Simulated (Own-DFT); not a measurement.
Simulation results for Hf$_{36}$O$_{71}$ (tetragonal hafnia with one neutral oxygen vacancy, atoms displaced)

Computed with Own-DFT development build. A calculation, not a measurement: plane-wave PBE and HSE06 DFT by an unreviewed code, no spin, of a simulated cell at Gamma alone, so results move with cell size and shape, stress positive in tension, energies less offsets, not probed for a lower state with spin; hafnium file: forces about 75 meV/angstrom off all-electron values; oxygen file: force components 24 meV/angstrom off all-electron in a glass; k mesh not checked against a denser one; forces and stress are PBE's, HSE06 gives the energy alone, and its difference from PBE has offsets of its own; offsets are fitted by least squares, one for each functional and potential file, so energies compare only between cells with the same atoms and settings and are not formation energies; the far tail of each file's local potential was reset to the Coulomb form; each entry is a single point on an unrelaxed cell, so the pressure reflects the starting lattice, taken from the Materials Project, from which strain is counted, and rises with the displacements; printed positions are rounded, which can move forces by about a meV/angstrom; the program is a retired in-house code; no spin-orbit coupling.

Common to all runs: first functional PBE; second functional HSE06; exact exchange share 0.25; screening 0.11 1/bohr; exchange divergence Gygi-Baldereschi; potential files PseudoDojo norm-conserving, scalar-relativistic, made for PBE, standard set; wave cutoff 48 hartree; occupations fixed; k mesh 1 x 1 x 1 centred on Gamma.

(1) 
```cif
# cell vector a (Å): 10.7800 0.0000 0.0000
# cell vector b (Å): 0.0000 10.7800 0.0000
# cell vector c (Å): 0.0000 0.0000 10.4493
data_Hf36O71
_symmetry_space_group_name_H-M 'P 1'
_symmetry_Int_Tables_number 1
_cell_length_a 10.7800
_cell_length_b 10.7800
_cell_length_c 10.4493
_cell_angle_alpha 90.000
_cell_angle_beta 90.000
_cell_angle_gamma 90.000
_cell_volume 1214.30
loop_
_atom_site_label
_atom_site_type_symbol
_atom_site_fract_x
_atom_site_fract_y
_atom_site_fract_z
_atom_site_occupancy
Hf1 Hf 0.00008 0.99954 0.99170 1
Hf2 Hf 0.18259 0.16247 0.24000 1
O1 O 0.00640 0.16816 0.14758 1
O2 O 0.17173 0.99404 0.35132 1
O3 O 0.99650 0.16853 0.40064 1
O4 O 0.17468 0.99504 0.10124 1
Hf3 Hf 0.00603 0.99331 0.50505 1
Hf4 Hf 0.15667 0.16181 0.75548 1
O5 O 0.00990 0.16223 0.66826 1
O6 O 0.15395 0.99347 0.84142 1
O7 O 0.98545 0.16558 0.90431 1
O8 O 0.16608 0.99755 0.59997 1
Hf5 Hf 0.99870 0.33763 0.99828 1
Hf6 Hf 0.16556 0.51385 0.24031 1
O9 O 0.00545 0.50186 0.15527 1
O10 O 0.16233 0.33662 0.34480 1
O11 O 0.99981 0.51434 0.38735 1
O12 O 0.17376 0.32724 0.10981 1
Hf7 Hf 0.00609 0.33821 0.50920 1
Hf8 Hf 0.16993 0.49606 0.74861 1
O13 O 0.99840 0.48504 0.64755 1
O14 O 0.16643 0.33955 0.84515 1
O15 O 0.00133 0.50169 0.89152 1
O16 O 0.15607 0.32774 0.60477 1
Hf9 Hf 0.02251 0.66507 0.99740 1
Hf10 Hf 0.16508 0.83858 0.24197 1
O17 O 0.01212 0.82093 0.15599 1
O18 O 0.15572 0.66810 0.35043 1
O19 O 0.00880 0.84323 0.41587 1
O20 O 0.16353 0.67170 0.10793 1
Hf11 Hf 0.00011 0.67046 0.51364 1
Hf12 Hf 0.17485 0.82313 0.74616 1
O21 O 0.01079 0.83675 0.66362 1
O22 O 0.16347 0.66221 0.84901 1
O23 O 0.00163 0.83348 0.90708 1
O24 O 0.16587 0.67543 0.59803 1
Hf13 Hf 0.34434 0.99183 0.99335 1
Hf14 Hf 0.49293 0.16861 0.25744 1
O25 O 0.34137 0.16968 0.15726 1
O26 O 0.51334 0.00480 0.33287 1
O27 O 0.33102 0.15602 0.39881 1
O28 O 0.49630 0.99917 0.10018 1
Hf15 Hf 0.32406 0.99945 0.50314 1
Hf16 Hf 0.51877 0.16650 0.75438 1
O29 O 0.34363 0.16668 0.64662 1
O30 O 0.49036 0.99219 0.84489 1
O31 O 0.32486 0.16145 0.90760 1
O32 O 0.49151 0.00551 0.59614 1
Hf17 Hf 0.33451 0.33048 0.99610 1
Hf18 Hf 0.49373 0.49793 0.24397 1
O33 O 0.33340 0.50127 0.15713 1
O34 O 0.48805 0.32833 0.34866 1
O35 O 0.33004 0.48891 0.40778 1
O36 O 0.50291 0.33307 0.09809 1
Hf19 Hf 0.32452 0.34133 0.50053 1
Hf20 Hf 0.50128 0.50157 0.74620 1
O37 O 0.33780 0.50914 0.65809 1
O38 O 0.50788 0.32315 0.84406 1
O39 O 0.32935 0.49730 0.91176 1
O40 O 0.52032 0.32420 0.59683 1
Hf21 Hf 0.33608 0.66226 0.99741 1
Hf22 Hf 0.50862 0.84239 0.25585 1
O41 O 0.33481 0.84325 0.15830 1
O42 O 0.50460 0.66834 0.34735 1
O43 O 0.31713 0.83300 0.40682 1
O44 O 0.49621 0.67409 0.09844 1
Hf23 Hf 0.33153 0.66304 0.48637 1
Hf24 Hf 0.50483 0.82139 0.74771 1
O45 O 0.33600 0.83122 0.65321 1
O46 O 0.50539 0.66932 0.85321 1
O47 O 0.34343 0.84137 0.90878 1
O48 O 0.49269 0.67383 0.59829 1
Hf25 Hf 0.66523 0.99197 0.01046 1
Hf26 Hf 0.84177 0.16893 0.24640 1
O49 O 0.66161 0.16842 0.15635 1
O50 O 0.82806 0.00596 0.36387 1
O51 O 0.67012 0.17484 0.40430 1
O52 O 0.81889 0.00162 0.09983 1
Hf27 Hf 0.67248 0.00389 0.51237 1
Hf28 Hf 0.84509 0.15425 0.74872 1
O53 O 0.66740 0.16548 0.65027 1
O54 O 0.83056 0.00394 0.85427 1
O55 O 0.66107 0.16317 0.90162 1
O56 O 0.83466 0.99537 0.58560 1
Hf29 Hf 0.67208 0.31366 0.99871 1
Hf30 Hf 0.84056 0.50828 0.25273 1
O57 O 0.65329 0.50538 0.16441 1
O58 O 0.82354 0.33923 0.34395 1
O59 O 0.67445 0.49822 0.41050 1
O60 O 0.83147 0.33487 0.10672 1
Hf31 Hf 0.66515 0.34222 0.51783 1
Hf32 Hf 0.83105 0.49711 0.73689 1
O61 O 0.64971 0.49651 0.65795 1
O62 O 0.83679 0.32694 0.84313 1
O63 O 0.67187 0.49466 0.89576 1
Hf33 Hf 0.65873 0.65989 0.00328 1
Hf34 Hf 0.83369 0.82923 0.24975 1
O64 O 0.66075 0.83709 0.15640 1
O65 O 0.83413 0.66412 0.34277 1
O66 O 0.67548 0.83533 0.40276 1
O67 O 0.83410 0.66754 0.10168 1
Hf35 Hf 0.65554 0.66884 0.48859 1
Hf36 Hf 0.83813 0.82387 0.76189 1
O68 O 0.68315 0.84183 0.64929 1
O69 O 0.82524 0.66666 0.85671 1
O70 O 0.67122 0.82729 0.90964 1
O71 O 0.82662 0.65881 0.59550 1
_calc_PBE_energy_of_cell_above_offsets '-88.801'  # eV
_calc_HSE06_less_PBE_above_offsets '0.478'  # eV
_calc_PBE_pressure 5.45  # GPa
_calc_PBE_stress_xx -7.36  # GPa
_calc_PBE_stress_yy -4.01  # GPa
_calc_PBE_stress_zz -4.97  # GPa
_calc_PBE_stress_yz -0.5  # GPa
_calc_PBE_stress_xz -0.15  # GPa
_calc_PBE_stress_xy -0.1  # GPa
```

Force:
| element | x (eV/Å) | y (eV/Å) | z (eV/Å) |
| --- | --- | --- | --- |
| Hf | 0.588 | 0.454 | 1.934 |
| Hf | -2.278 | 0.303 | 2.151 |
| O | -0.231 | -0.562 | -0.467 |
| O | -0.711 | 1.38 | -0.555 |
| O | 0.202 | 0.044 | 1.536 |
| O | -1.394 | 0.67 | -1.125 |
| Hf | -1.126 | 3.319 | -1.412 |
| Hf | 6.439 | -0.077 | 1.082 |
| O | -3.584 | 0.128 | -3.115 |
| O | -0.129 | 0.183 | 0.772 |
| O | 1.345 | 0.545 | -0.029 |
| O | 0.506 | 0.337 | 1.047 |
| Hf | -0.262 | -0.485 | 1.109 |
| Hf | -0.615 | -2.225 | 2.954 |
| O | -0.499 | -0.331 | -2.785 |
| O | 0.686 | 0.111 | 1.069 |
| O | -0.11 | -1.25 | 2.613 |
| O | -0.464 | 0.676 | -2.48 |
| Hf | -2.737 | -0.381 | -4.729 |
| Hf | -1.086 | -0.228 | 0.196 |
| O | 0.672 | 1.305 | -0.007 |
| O | -0.181 | -1.295 | 0.902 |
| O | 0.088 | -0.091 | 0.852 |
| O | 3.111 | 0.648 | 0.409 |
| Hf | -4.855 | 0.159 | -0.056 |
| Hf | 2.981 | 0.828 | 2.798 |
| O | -4.123 | 0.936 | -0.979 |
| O | 1.466 | 0.127 | 0.014 |
| O | -1.007 | -3.703 | -1.341 |
| O | 3.348 | -0.906 | -1.023 |
| Hf | -0.471 | -0.096 | -3.035 |
| Hf | 0.394 | 1.9 | 0.31 |
| O | -2.314 | -0.767 | -0.493 |
| O | 0.885 | 0.209 | 0.544 |
| O | -0.361 | -1.059 | 0.05 |
| O | 0.629 | -1.219 | 0.506 |
| Hf | -0.56 | 3.001 | 2.468 |
| Hf | 2.866 | 0.756 | 0.062 |
| O | -0.558 | 0.126 | -1.95 |
| O | -0.255 | -1.263 | 2.312 |
| O | -0.362 | 1.638 | 0.042 |
| O | 0.99 | -0.184 | -0.63 |
| Hf | 1.2 | 0.71 | 0.252 |
| Hf | -3.409 | -2.272 | -1.569 |
| O | -1.879 | 0.931 | 1.209 |
| O | 1.196 | 0.491 | -0.177 |
| O | -0.334 | 0.951 | -0.107 |
| O | 1.763 | -1.19 | -0.426 |
| Hf | 0.473 | -2.039 | 1.535 |
| Hf | 1.432 | -1.553 | 1.646 |
| O | -0.607 | 0.832 | -1.507 |
| O | -0.439 | 2.288 | 0.52 |
| O | 0.141 | 3.935 | -1.132 |
| O | -0.728 | 0.534 | -0.937 |
| Hf | 1.175 | -5.572 | 0.199 |
| Hf | -0.313 | -1.195 | 3.031 |
| O | -1.338 | -1.031 | -1.07 |
| O | -1.124 | 2.787 | 0.742 |
| O | 0.237 | 0.679 | -1.242 |
| O | -7.27 | 0.518 | 2.341 |
| Hf | 0.855 | 1.574 | 1.61 |
| Hf | -2.061 | -0.209 | -0.654 |
| O | 0.522 | -1.081 | -0.231 |
| O | -0.809 | -0.435 | 0.663 |
| O | 1.501 | -1.123 | 0.055 |
| O | -0.971 | -0.484 | -0.351 |
| Hf | -0.515 | 1.832 | 0.728 |
| Hf | 0.364 | 3.191 | -0.837 |
| O | 0.053 | -0.27 | 0.575 |
| O | -0.87 | -1.697 | -0.042 |
| O | -1.334 | -5.492 | -2.127 |
| O | 1.078 | -0.253 | -0.176 |
| Hf | -1.857 | 0.466 | -1.026 |
| Hf | -1.39 | 0.496 | 2.793 |
| O | 0.819 | 0.088 | -0.99 |
| O | 0.618 | -1.167 | -2.994 |
| O | -0.423 | -0.218 | 1.305 |
| O | 3.797 | -0.445 | 0.85 |
| Hf | -1.841 | 1.487 | -3.145 |
| Hf | -2.124 | 1.672 | -0.109 |
| O | 2.893 | -0.631 | 0.426 |
| O | 0.39 | -2.112 | -0.278 |
| O | 0.413 | -2.012 | -0.243 |
| O | 2.495 | 0.953 | 3.647 |
| Hf | -0.838 | 2.507 | 1.344 |
| Hf | -1.359 | -2.554 | -0.197 |
| O | 2.081 | 0.757 | -1.245 |
| O | 1.437 | -0.149 | 0.126 |
| O | -0.915 | 1.31 | 0.178 |
| O | 0.982 | 0.089 | -1.911 |
| Hf | 5.597 | -1.917 | -4.987 |
| Hf | -1.097 | -0.156 | 2.233 |
| O | 3.565 | 0.837 | -1.506 |
| O | 0.005 | 0.33 | -0.447 |
| O | -0.552 | 0.012 | 1.17 |
| Hf | 2.398 | -1.126 | 0.089 |
| Hf | -0.349 | 0.97 | 0.482 |
| O | 1.783 | -0.38 | -0.57 |
| O | -0.342 | 2.739 | 1.472 |
| O | -0.673 | -0.615 | -0.273 |
| O | -0.005 | 0.12 | -0.551 |
| Hf | 1.08 | -0.148 | 0.423 |
| Hf | -0.669 | 0.593 | -0.126 |
| O | -2.101 | -0.863 | 1.234 |
| O | 0.806 | -0.558 | -1.467 |
| O | -0.305 | 0.732 | -0.474 |
| O | 0.772 | -0.127 | 0.73 |

(2) 
```cif
# cell vector a (Å): 10.7800 0.0000 0.0000
# cell vector b (Å): 0.0000 10.7800 0.0000
# cell vector c (Å): 0.0000 0.0000 10.4493
data_Hf36O71
_symmetry_space_group_name_H-M 'P 1'
_symmetry_Int_Tables_number 1
_cell_length_a 10.7800
_cell_length_b 10.7800
_cell_length_c 10.4493
_cell_angle_alpha 90.000
_cell_angle_beta 90.000
_cell_angle_gamma 90.000
_cell_volume 1214.30
loop_
_atom_site_label
_atom_site_type_symbol
_atom_site_fract_x
_atom_site_fract_y
_atom_site_fract_z
_atom_site_occupancy
Hf1 Hf 0.00252 0.99023 0.00946 1
Hf2 Hf 0.17309 0.16203 0.24646 1
O1 O 0.00366 0.16615 0.14100 1
O2 O 0.16291 0.99609 0.34158 1
O3 O 0.99669 0.15122 0.39501 1
O4 O 0.18016 0.00477 0.08313 1
Hf3 Hf 0.99195 0.99472 0.51104 1
Hf4 Hf 0.16784 0.16183 0.75241 1
O5 O 0.00560 0.15984 0.66594 1
O6 O 0.16476 0.99095 0.85758 1
O7 O 0.98976 0.16679 0.91484 1
O8 O 0.16215 0.98738 0.60295 1
Hf5 Hf 0.99986 0.33268 0.00056 1
Hf6 Hf 0.15289 0.49128 0.24771 1
O9 O 0.99292 0.48828 0.16156 1
O10 O 0.16996 0.33096 0.35180 1
O11 O 0.01439 0.48752 0.40456 1
O12 O 0.16204 0.33819 0.09294 1
Hf7 Hf 0.00144 0.32353 0.49644 1
Hf8 Hf 0.17535 0.48312 0.75290 1
O13 O 0.00133 0.49301 0.64121 1
O14 O 0.15497 0.32153 0.85656 1
O15 O 0.00952 0.50696 0.89887 1
O16 O 0.16352 0.33007 0.58993 1
Hf9 Hf 0.99499 0.66344 0.00914 1
Hf10 Hf 0.15992 0.84807 0.24725 1
O17 O 0.00217 0.84591 0.14516 1
O18 O 0.15909 0.66262 0.33670 1
O19 O 0.00798 0.83699 0.39955 1
O20 O 0.17289 0.66272 0.10908 1
Hf11 Hf 0.99968 0.65385 0.50413 1
Hf12 Hf 0.17567 0.83796 0.74611 1
O21 O 0.00841 0.83379 0.64918 1
O22 O 0.16959 0.65778 0.84284 1
O23 O 0.00508 0.83283 0.89644 1
O24 O 0.16259 0.64903 0.59232 1
Hf13 Hf 0.33956 0.98801 0.01893 1
Hf14 Hf 0.49637 0.15963 0.25584 1
O25 O 0.34650 0.17403 0.14810 1
O26 O 0.51036 0.00451 0.36166 1
O27 O 0.34197 0.16714 0.40019 1
O28 O 0.49336 0.00267 0.10606 1
Hf15 Hf 0.33222 0.00250 0.50190 1
Hf16 Hf 0.49438 0.17762 0.75111 1
O29 O 0.33075 0.17469 0.63905 1
O30 O 0.33076 0.16304 0.89627 1
O31 O 0.49945 0.99526 0.58836 1
Hf17 Hf 0.32521 0.34545 0.99082 1
Hf18 Hf 0.48862 0.48310 0.24370 1
O32 O 0.33727 0.50429 0.14234 1
O33 O 0.51017 0.32568 0.34345 1
O34 O 0.33596 0.50623 0.40785 1
O35 O 0.50186 0.33808 0.09233 1
Hf19 Hf 0.33705 0.34820 0.48865 1
Hf20 Hf 0.50495 0.49361 0.76476 1
O36 O 0.32858 0.50409 0.64611 1
O37 O 0.49633 0.32559 0.85251 1
O38 O 0.33833 0.49062 0.90530 1
O39 O 0.49868 0.33233 0.58694 1
Hf21 Hf 0.33842 0.66442 0.00125 1
Hf22 Hf 0.49015 0.83657 0.25121 1
O40 O 0.32904 0.84385 0.15276 1
O41 O 0.49969 0.67047 0.33423 1
O42 O 0.33699 0.83928 0.41051 1
O43 O 0.50338 0.66598 0.08133 1
Hf23 Hf 0.33641 0.67493 0.48740 1
Hf24 Hf 0.49260 0.82617 0.75605 1
O44 O 0.32210 0.83465 0.65488 1
O45 O 0.50948 0.67063 0.82353 1
O46 O 0.33546 0.83380 0.90336 1
O47 O 0.50603 0.67967 0.59973 1
Hf25 Hf 0.66372 0.00111 0.00946 1
Hf26 Hf 0.82724 0.16633 0.24360 1
O48 O 0.66320 0.15429 0.14925 1
O49 O 0.83499 0.98601 0.35383 1
O50 O 0.67384 0.14998 0.41562 1
O51 O 0.83250 0.99614 0.09725 1
Hf27 Hf 0.67673 0.00450 0.49712 1
Hf28 Hf 0.82548 0.15714 0.75192 1
O52 O 0.66106 0.15119 0.64834 1
O53 O 0.81968 0.99320 0.86096 1
O54 O 0.67649 0.15180 0.90303 1
O55 O 0.82682 0.99531 0.59229 1
Hf29 Hf 0.67291 0.33647 0.01458 1
Hf30 Hf 0.82988 0.51465 0.25787 1
O56 O 0.67062 0.50277 0.16229 1
O57 O 0.82506 0.32622 0.34114 1
O58 O 0.67099 0.50447 0.39278 1
O59 O 0.83200 0.34028 0.08926 1
Hf31 Hf 0.66363 0.32824 0.50519 1
Hf32 Hf 0.82950 0.50249 0.73836 1
O60 O 0.66849 0.49647 0.64642 1
O61 O 0.82393 0.32266 0.84846 1
O62 O 0.66344 0.50064 0.89299 1
O63 O 0.84488 0.34076 0.59660 1
Hf33 Hf 0.66354 0.66977 0.98863 1
Hf34 Hf 0.84913 0.82314 0.25875 1
O64 O 0.65692 0.83772 0.15869 1
O65 O 0.82276 0.66994 0.35202 1
O66 O 0.66002 0.83859 0.39291 1
O67 O 0.83504 0.66019 0.08164 1
Hf35 Hf 0.66277 0.67391 0.49707 1
Hf36 Hf 0.83122 0.83128 0.75487 1
O68 O 0.66291 0.81853 0.64155 1
O69 O 0.84365 0.66000 0.85732 1
O70 O 0.66692 0.83686 0.90894 1
O71 O 0.83485 0.66154 0.59614 1
_calc_PBE_energy_of_cell_above_offsets '-86.849'  # eV
_calc_HSE06_less_PBE_above_offsets '0.655'  # eV
_calc_PBE_pressure 5.53  # GPa
_calc_PBE_stress_xx -5.61  # GPa
_calc_PBE_stress_yy -5.53  # GPa
_calc_PBE_stress_zz -5.44  # GPa
_calc_PBE_stress_yz 1.24  # GPa
_calc_PBE_stress_xz -0.2  # GPa
_calc_PBE_stress_xy 0.07  # GPa
```

Force:
| element | x (eV/Å) | y (eV/Å) | z (eV/Å) |
| --- | --- | --- | --- |
| Hf | -0.603 | 1.92 | -3.237 |
| Hf | -0.49 | 1.031 | -0.261 |
| O | -0.011 | 0.09 | 2.392 |
| O | 1.119 | 2.699 | 0.775 |
| O | 0.233 | 1.391 | 0.71 |
| O | -4.191 | 0.566 | 4.007 |
| Hf | 1.162 | -0.305 | -0.798 |
| Hf | 1.419 | -1.709 | 0.774 |
| O | -1.987 | -0.307 | -1.349 |
| O | -0.11 | 1.512 | -1.45 |
| O | 0.051 | -1.182 | -1.016 |
| O | 1 | 1.485 | -0.889 |
| Hf | -0.803 | -0.505 | -1.617 |
| Hf | 1.364 | 1.587 | 0.345 |
| O | -0.277 | 0.968 | -0.972 |
| O | 0.614 | -1.112 | -1.345 |
| O | -1.303 | 1.101 | -1.042 |
| O | 1.353 | 0.305 | 1.334 |
| Hf | 0.324 | -0.272 | 0.285 |
| Hf | -2.841 | 2.956 | -1.568 |
| O | -0.187 | 0.418 | 1.525 |
| O | 1.185 | 1.093 | -0.768 |
| O | -0.469 | -1.619 | 1.097 |
| O | 1.04 | 0.165 | 0.9 |
| Hf | 3.773 | 0.206 | -4.031 |
| Hf | 0.615 | -4.358 | 0.112 |
| O | 0.185 | -1.199 | 0.575 |
| O | 0.315 | 0.958 | 0.76 |
| O | -0.663 | -1.542 | -0.455 |
| O | -0.634 | 0.11 | -1.863 |
| Hf | 2.345 | 0.471 | 0.634 |
| Hf | -4.249 | -1.166 | 2.757 |
| O | -2.412 | -0.398 | 0.145 |
| O | 1.509 | 0.205 | 0.026 |
| O | -1.031 | -0.956 | 1.37 |
| O | 0.987 | 1.077 | -0.879 |
| Hf | 1.27 | 1.938 | -5.616 |
| Hf | 0.209 | -1.192 | -0.109 |
| O | -2.39 | -0.055 | 0.59 |
| O | -1.698 | -0.631 | -2.334 |
| O | -0.799 | 0.091 | -0.841 |
| O | 2.016 | -0.126 | 1.09 |
| Hf | 1.405 | 1.263 | 1.531 |
| Hf | -1.03 | -4.229 | -0.942 |
| O | 0.003 | -0.523 | 1.465 |
| O | 0.463 | 0.575 | 0.168 |
| O | -0.933 | -0.26 | 1.425 |
| Hf | 0.597 | -6.94 | 3.342 |
| Hf | 2.863 | 1.984 | 0.214 |
| O | -1.266 | -0.765 | 0.531 |
| O | -0.23 | 0.815 | 0.794 |
| O | 0.709 | 0.215 | -2.81 |
| O | -0.447 | 0.809 | 0.729 |
| Hf | -1.856 | -3.259 | 2.477 |
| Hf | 0.25 | 0.137 | -3.081 |
| O | 2.125 | -1.153 | 1.243 |
| O | 0.471 | 1.995 | 0.107 |
| O | 0.554 | 4.551 | -3.279 |
| O | 0.342 | 0.32 | 1.434 |
| Hf | -3.335 | 0.429 | -0.198 |
| Hf | 3.443 | 1.014 | 1.193 |
| O | -0.135 | -1.279 | 0.298 |
| O | -1.006 | -1.47 | 0.481 |
| O | -0.353 | 0.087 | -1.861 |
| O | -0.672 | 0.053 | 0.259 |
| Hf | -0.497 | -0.869 | 2.84 |
| Hf | 0.463 | 5.281 | -3.496 |
| O | 4.164 | -0.719 | -1.674 |
| O | -0.125 | -4.002 | 3.885 |
| O | 1.071 | -1.261 | 0.16 |
| O | -2.667 | -1.106 | -1.893 |
| Hf | 0.421 | -0.805 | -0.326 |
| Hf | 1.891 | -1.56 | 0.689 |
| O | 0.166 | 1.484 | 0.832 |
| O | 0.162 | 0.974 | -0.993 |
| O | 0.483 | 6.89 | -3.735 |
| O | 0.427 | 0.183 | 1.084 |
| Hf | -4.144 | -6.019 | 1.079 |
| Hf | 0.452 | 0.338 | 1.976 |
| O | 0.447 | 1.915 | 1.039 |
| O | 1.486 | -0.546 | -2.276 |
| O | -1.408 | 2.633 | -0.051 |
| O | 2.715 | -0.045 | 3.319 |
| Hf | -0.858 | -0.757 | -3.074 |
| Hf | -1.607 | -3.592 | -0.312 |
| O | -1.181 | -0.375 | -1.711 |
| O | 0.199 | 0.776 | -0.019 |
| O | -0.271 | -1.095 | 1.875 |
| O | 0.794 | -0.844 | 1.942 |
| Hf | 2.095 | 0.986 | -1.456 |
| Hf | 2.094 | -1.057 | 0.863 |
| O | -1.563 | -0.577 | 0.253 |
| O | -0.134 | 1.695 | -0.947 |
| O | -0.478 | -0.404 | 0.758 |
| O | -2.49 | -1.185 | -0.194 |
| Hf | 1.163 | 0.205 | 0.933 |
| Hf | -3.212 | 4.047 | -0.648 |
| O | 1.164 | -0.725 | -0.612 |
| O | 1.614 | -0.134 | 0.492 |
| O | 0.433 | -1.535 | 1.081 |
| O | -1.847 | 0.417 | 3.686 |
| Hf | -0.418 | 0.897 | -0.34 |
| Hf | 0.569 | -0.245 | -0.134 |
| O | 1.739 | 0.977 | 2.51 |
| O | -1.259 | 0.939 | -1.952 |
| O | -0.571 | -1.121 | -1.226 |
| O | -0.379 | -0.14 | 0.489 |
